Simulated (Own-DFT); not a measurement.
Simulation results for GaN (wurtzite, strained, atoms displaced)

All values are calculated (Own-DFT development build). A calculation, not a measurement: plane-wave PBE density functional theory by an unreviewed code, no spin, of a simulated periodic cell, stress positive in tension, free energy of the whole cell less one offset for each atom, forces on such cells passed a denser k mesh, this cell's mesh not checked; offsets are fitted by least squares, one for each functional and potential file, so energies compare only between cells with the same atoms and settings and are not formation energies; the far tail of each file's local potential was reset to the Coulomb form; each entry is a single point on an unrelaxed cell, so the pressure reflects the starting lattice, mostly measured values (interpolated for alloys), from which strain is counted, and rises with the displacements; printed positions are rounded, which can move forces by about a meV/angstrom; the program, named Own-DFT, is a retired in-house code; no spin-orbit coupling.

Common to all runs: functional PBE; potential files PseudoDojo norm-conserving, scalar-relativistic, standard set with the stringent files for Ga; wave cutoff 96 hartree; occupations Gaussian; smearing width 0.01 eV; k mesh 3 x 4 x 3 centred on Gamma.

(1) 
```xyz
96
Lattice="12.7560 0.0000 0.0000 -4.7835 8.2853 0.0000 0.0000 0.0000 10.6033" Properties=species:S:1:pos:R:3:force_x:R:1:force_y:R:1:force_z:R:1 formula=GaN free_energy_of_cell_above_offsets=-5.833 pressure=2.83 stress_xx=-4.44 stress_yy=-6.07 stress_zz=2.03 stress_yz=-0.32 stress_xz=0.15 stress_xy=0.07
Ga     0.0106     1.8149     0.0234     -0.177       0.92     -0.744
Ga     1.5836     0.9828     2.6464     -1.017     -1.054     -0.153
N     -0.0521     1.9021     1.9190      0.549     -0.783      1.231
N      1.5130     0.9617     4.6282       3.07     -0.728     -0.675
Ga     0.1311     1.8981     5.2695     -3.258     -0.063      0.974
Ga     1.5492     0.9416     7.9417      0.425      -0.37     -0.188
N     -0.0414     1.9314     7.3068      0.643     -2.395     -1.036
N      1.5124     0.8392     9.9065      1.115      1.884      0.099
Ga    -1.5897     4.6055    10.5129      0.328     -0.272      0.983
Ga     0.0177     3.7077     2.6499     -0.641     -0.294      0.247
N     -1.5534     4.5846     1.9616     -1.008      0.381       0.13
N      0.0172     3.7077     4.6829     -0.863     -0.114     -0.878
Ga    -1.6178     4.5766     5.3729      0.554      1.173     -1.648
Ga    -0.0758     3.6610     7.8456      1.546      1.834       2.07
N     -1.5700     4.6245     7.2314     -1.032      0.209      1.423
N      0.0386     3.7016     9.9979     -0.872     -0.914     -1.443
Ga    -3.1790     7.4152     0.0307      0.369     -1.423      0.366
Ga    -1.6299     6.4543     2.6355      0.874      -0.52      0.553
N     -3.1405     7.3477     2.0089     -1.749      0.912     -0.153
N     -1.6300     6.5189     4.6560      1.594     -1.286     -0.552
Ga    -3.1653     7.3672     5.2058     -0.755      0.786      1.366
Ga    -1.5957     6.4668     7.9593      0.976     -0.029      0.406
N     -3.1142     7.3415     7.2738     -1.291      0.996     -0.539
N     -1.5716     6.4414     9.9902     -0.385      0.274     -0.907
Ga     3.1760     1.8367     0.0383     -0.321     -0.105     -0.984
Ga     4.7375     0.9544     2.6999      0.824      -0.34     -0.938
N      3.1547     1.8219     1.9722      0.463      0.938      0.462
N      4.7977     0.9303     4.6228      0.435      0.684      0.237
Ga     3.2541     1.8832     5.2299     -1.035     -0.369      1.081
Ga     4.6939     0.9410     8.0264      1.478     -0.317     -0.785
N      3.1885     1.9162     7.3342     -0.534      -1.88     -1.375
N      4.7549     0.8968     9.9587      0.102      0.433      0.412
Ga     1.6327     4.5296    10.5583     -0.379      1.341      0.782
Ga     3.2251     3.7021     2.6453     -0.981     -0.057      -0.03
N      1.5464     4.5682     1.9996      1.546      0.792     -0.229
N      3.2360     3.7136     4.6482     -1.551     -0.966     -0.954
Ga     1.5597     4.6204     5.2635      0.756     -1.014      1.606
Ga     3.1545     3.6469     7.9242     -0.343      1.949      0.749
N      1.5665     4.6270     7.3419      0.048     -0.341      -0.64
N      3.2118     3.7089     9.9314      0.107     -1.342     -0.098
Ga    -0.0158     7.3373     0.0699      0.542      0.109     -0.944
Ga     1.5939     6.4801     2.5989     -0.308     -0.402      0.823
N     -0.0613     7.4274     1.9652      0.749     -0.518      1.204
N      1.6124     6.3449     4.7522     -0.823      3.067     -1.692
Ga    -0.0322     7.4554     5.3705        0.6     -1.578     -0.271
Ga     1.6413     6.4669     7.9962     -1.192     -0.705      0.576
N      0.0540     7.3855     7.3163     -0.957      0.216      0.345
N      1.6238     6.4405    10.0240     -0.506     -0.156     -0.573
Ga     6.3520     1.8785     0.0249      0.276     -0.322      -0.64
Ga     7.9621     0.9302     2.6045      0.315     -0.539      1.073
N      6.4081     1.7946     1.9614     -1.073      1.522      0.621
N      8.0390     0.8398     4.6221     -0.986      1.711     -0.105
Ga     6.4295     1.9570     5.2905      0.258     -1.832      0.374
Ga     8.0297     0.8476     8.0204      -1.02      2.154     -0.214
N      6.4184     1.8163     7.2639     -0.824      0.094      0.492
N      7.9632     0.8673     9.9409      0.059      1.872      0.328
Ga     4.8058     4.5339    10.5913     -0.219      1.473     -0.189
Ga     6.4131     3.8144     2.6514     -1.036     -2.028      0.395
N      4.7602     4.6250     1.9499      0.499     -1.149      0.087
N      6.3902     3.7432     4.6930     -0.037      0.377     -1.184
Ga     4.7100     4.5934     5.2908      1.596      1.243       0.69
Ga     6.2780     3.6422     7.9186      0.938      0.323      0.105
N      4.7073     4.6404     7.2775      0.273     -0.612      -0.34
N      6.3847     3.7357     9.9160      0.453      -1.06      0.233
Ga     3.1674     7.4246    10.5840       0.88     -2.047      1.151
Ga     4.7704     6.3619     2.6465     -0.011      2.028      -0.03
N      3.2193     7.3804     2.0723     -0.351     -0.402     -1.338
N      4.7284     6.4152     4.5710      0.466      0.177      1.495
Ga     3.1287     7.3802     5.3765      0.366     -0.638     -0.745
Ga     4.8041     6.4433     7.8815     -0.517      0.379      1.376
N      3.0876     7.4525     7.3364      1.993     -1.953     -0.881
N      4.8099     6.4065     9.9585     -0.067      0.707      -0.34
Ga     9.6078     1.7832    10.5817     -0.884      0.953     -0.317
Ga    11.1255     0.9581     2.6194      0.533     -0.501      0.621
N      9.5349     1.8149     1.9388      0.188      1.157       0.11
N     11.2125     0.8698     4.5799       -0.4      1.547      0.824
Ga     9.5365     1.8540     5.3431      0.871     -0.602     -0.098
Ga    11.2321     0.8982     8.0096     -1.049      0.118     -1.336
N      9.5322     1.8145     7.3549      1.252       0.32     -0.592
N     11.1718     0.9409     9.9028      0.282     -0.466      0.925
Ga     8.0405     4.6105    10.5594     -1.031      0.819     -0.067
Ga     9.5892     3.7023     2.6410     -0.133      0.068      0.039
N      7.9061     4.7303     2.0089      1.646     -3.204     -1.615
N      9.5275     3.7716     4.7128      1.593     -2.115     -1.539
Ga     8.0388     4.6358     5.2690     -2.071       0.89      1.965
Ga     9.5839     3.6992     7.9531     -0.952     -0.198     -1.068
N      7.9047     4.6125     7.3742      0.729     -0.583     -1.294
N      9.5514     3.7220     9.8348      0.789     -1.062      1.778
Ga     6.4299     7.3779     0.0203     -0.378     -0.798     -0.186
Ga     7.8774     6.3781     2.6698      1.615      3.505      1.055
N      6.4009     7.3839     2.0387     -0.807      -0.07     -0.913
N      8.0253     6.4535     4.6606     -1.229     -0.004     -0.463
Ga     6.3452     7.3667     5.2973      0.285     -0.311     -0.366
Ga     7.9931     6.4247     7.9333      0.433      0.255       0.14
N      6.4133     7.3426     7.2948     -0.314      0.662     -0.408
N      8.0624     6.4854     9.8961     -0.913     -0.416      0.688
```

Units: free_energy_of_cell_above_offsets in eV; pressure, stress_xx, stress_yy, stress_zz, stress_yz, stress_xz, stress_xy in GPa; force_x, force_y, force_z in eV/Å.

(2) 
```xyz
96
Lattice="12.7560 0.0000 0.0000 -4.7835 8.2853 0.0000 0.0000 0.0000 10.6033" Properties=species:S:1:pos:R:3:force_x:R:1:force_y:R:1:force_z:R:1 formula=GaN free_energy_of_cell_above_offsets=-5.136 pressure=3.18 stress_xx=-6.1 stress_yy=-6.17 stress_zz=2.72 stress_yz=0.26 stress_xz=0.43 stress_xy=-0.26
Ga     0.0155     1.8058     0.0173     -0.294     -0.011      -0.52
Ga     1.5723     0.9350     2.6517      0.259      0.021       0.29
N     -0.0049     1.8243     1.9653      0.289      0.656      0.544
N      1.6021     0.9523     4.6772      0.972     -0.798     -0.763
Ga     0.0613     1.8403     5.2691     -1.855     -0.789      0.896
Ga     1.5481     0.8977     7.9071       0.69      0.538      0.361
N     -0.0523     1.7698     7.2663      0.059      0.941     -0.173
N      1.5389     0.9317     9.8498      1.474     -0.479      1.452
Ga    -1.5399     4.5927     0.0844      0.027     -0.196     -1.325
Ga     0.0641     3.7501     2.6752     -1.968     -1.895      0.991
N     -1.5647     4.5963     1.9808     -0.305     -0.032      0.773
N      0.0072     3.5857     4.6842      0.297      2.771      -0.76
Ga    -1.6611     4.6362     5.3516      3.129      0.118      0.616
Ga     0.0025     3.7004     7.8765     -1.129     -1.648      1.059
N     -1.6447     4.6149     7.3209      0.073     -1.325     -0.417
N     -0.0053     3.6312     9.9579      0.414      0.921     -0.305
Ga    -3.1773     7.3368     0.0409     -0.419      0.666     -1.212
Ga    -1.5797     6.4332     2.6248     -0.005      0.267      0.474
N     -3.2642     7.3689     2.0039      2.056      0.344     -0.305
N     -1.6064     6.4045     4.6570        0.1      1.146     -0.418
Ga    -3.2224     7.3758     5.3353      0.523      0.023      0.121
Ga    -1.5243     6.3516     7.9225     -1.884      1.592      1.086
N     -3.2369     7.3551     7.3177      1.378     -0.163      -0.81
N     -1.5899     6.4305     9.9501     -0.313     -0.657     -0.118
Ga     3.2809     1.8094     0.0170     -2.155      0.545     -0.486
Ga     4.8022     0.9568     2.6463      0.401      -1.58      0.299
N      3.2529     1.8137     2.0126     -1.313       0.26     -0.307
N      4.8189     0.9230     4.6249     -0.488      0.715      0.156
Ga     3.1966     1.9021     5.3620      0.327     -0.711     -0.082
Ga     4.8746     0.8966     7.9224     -2.533     -0.404      1.323
N      3.2540     1.9020     7.3160      -0.59     -1.289     -0.022
N      4.7448     0.8451    10.0516      1.637       0.31     -1.456
Ga     1.5988     4.6135     0.0177      0.015     -0.353      -0.54
Ga     3.1059     3.6449     2.5932       2.24      0.285      0.925
N      1.5818     4.5734     2.0564      0.905      1.253     -1.325
N      3.1630     3.7241     4.7278      0.747     -1.089     -1.966
Ga     1.6939     4.6523     5.2976     -2.779     -0.647      1.182
Ga     3.2312     3.6934     7.9773     -1.631     -0.141      0.423
N      1.5030     4.5685     7.2861      2.215      1.432      0.049
N      3.2561     3.7216     9.9683     -1.302     -0.657      0.302
Ga     0.0029     7.2732    10.5425      -0.85       1.14      1.743
Ga     1.6743     6.4278     2.7067     -0.761      0.241     -0.265
N      0.0734     7.2765     1.9994     -0.618      0.811     -0.005
N      1.6553     6.4443     4.6847     -1.429      0.157     -0.712
Ga    -0.0117     7.4314     5.2397     -0.101     -1.296      0.842
Ga     1.5444     6.4921     8.0527      0.397     -0.992     -2.116
N     -0.0566     7.3515     7.3384      1.102      0.408     -1.149
N      1.5554     6.5204     9.9129      1.719     -1.317      1.139
Ga     6.3597     1.8685     0.0048     -0.635     -0.092       0.52
Ga     8.0215     0.8877     2.6326     -0.473      0.694      0.303
N      6.3790     1.8239     2.0565      0.798      0.061     -0.919
N      7.9711     0.8539     4.6519      0.083      0.602      -0.48
Ga     6.4478     1.8269     5.2721     -1.023     -0.971      0.957
Ga     8.0986     0.9284     7.9850     -2.193     -0.655     -0.399
N      6.3419     1.7819     7.3350      2.673      0.511     -0.956
N      7.9504     0.9190     9.9924     -0.876       0.72     -1.303
Ga     4.8079     4.5802     0.0174     -0.045      1.264      0.347
Ga     6.4200     3.6570     2.6670     -0.875     -0.112      0.497
N      4.8850     4.6503     1.9935      -1.51     -0.679      0.216
N      6.3403     3.5876     4.7222       0.61      2.044     -0.961
Ga     4.7147     4.6401     5.2265      1.498     -0.416      1.304
Ga     6.2984     3.6357     7.8814      1.607      0.418      0.984
N      4.7720     4.5430     7.4094     -0.352       2.21      -2.05
N      6.3156     3.6932     9.9468      1.868     -0.556     -0.638
Ga     3.2135     7.4514    10.5683     -0.894     -1.766      1.286
Ga     4.8120     6.4685     2.6604      0.214     -0.171     -1.032
N      3.1879     7.3761     2.0109      0.588     -0.366     -0.762
N      4.7793     6.4356     4.5422      0.074      0.151      1.657
Ga     3.1746     7.3303     5.2582      1.212      0.317      1.272
Ga     4.6903     6.4855     8.0000      2.194     -1.625      0.059
N      3.2054     7.3112     7.3224      -1.48      1.303     -0.824
N      4.7176     6.5022     9.9461      0.823     -0.794      0.542
Ga     9.4658     1.8092    10.5171      3.082      0.314      1.517
Ga    11.1602     0.8528     2.5850      0.338      2.524       1.58
N      9.6078     1.8493     2.0205     -0.721     -0.701     -0.958
N     11.1093     0.8822     4.6402      0.524      0.322     -0.331
Ga     9.4990     1.8390     5.2360       1.62     -0.038      0.452
Ga    11.0766     0.9044     7.9171      2.088     -0.799      0.788
N      9.5855     1.8315     7.2875     -0.818      0.894     -0.609
N     11.2247     0.8158     9.9353     -1.536      0.819     -0.001
Ga     8.1201     4.5743    10.5361     -2.572       0.41      1.032
Ga     9.5960     3.6322     2.6442     -0.134      1.098      0.299
N      7.9067     4.5691     2.0145      2.198       0.88     -0.351
N      9.7373     3.7100     4.6804     -3.988     -1.604     -1.442
Ga     7.9984     4.6162     5.2610     -0.158     -0.431      0.311
Ga     9.4961     3.6765     7.9449      0.551      0.579      0.112
N      7.9698     4.6780     7.2455     -0.436     -1.559      0.103
N      9.6209     3.6503     9.9738      0.425     -0.531     -0.909
Ga     6.3578     7.2997     0.0887      0.799      0.078     -1.274
Ga     8.0258     6.4953     2.7059     -1.317     -1.564     -0.383
N      6.4432     7.4285     2.0358     -0.637     -2.581     -0.866
N      7.9523     6.4552     4.6240      0.312     -0.174      0.381
Ga     6.3797     7.3577     5.3123     -0.494       0.17      0.294
Ga     7.9611     6.4822     7.9258     -0.169      -0.45      0.656
N      6.3634     7.3064     7.3188     -1.033      0.573     -0.728
N      8.0225     6.3726     9.8732     -0.532      0.583      1.217
```

Units: free_energy_of_cell_above_offsets in eV; pressure, stress_xx, stress_yy, stress_zz, stress_yz, stress_xz, stress_xy in GPa; force_x, force_y, force_z in eV/Å.
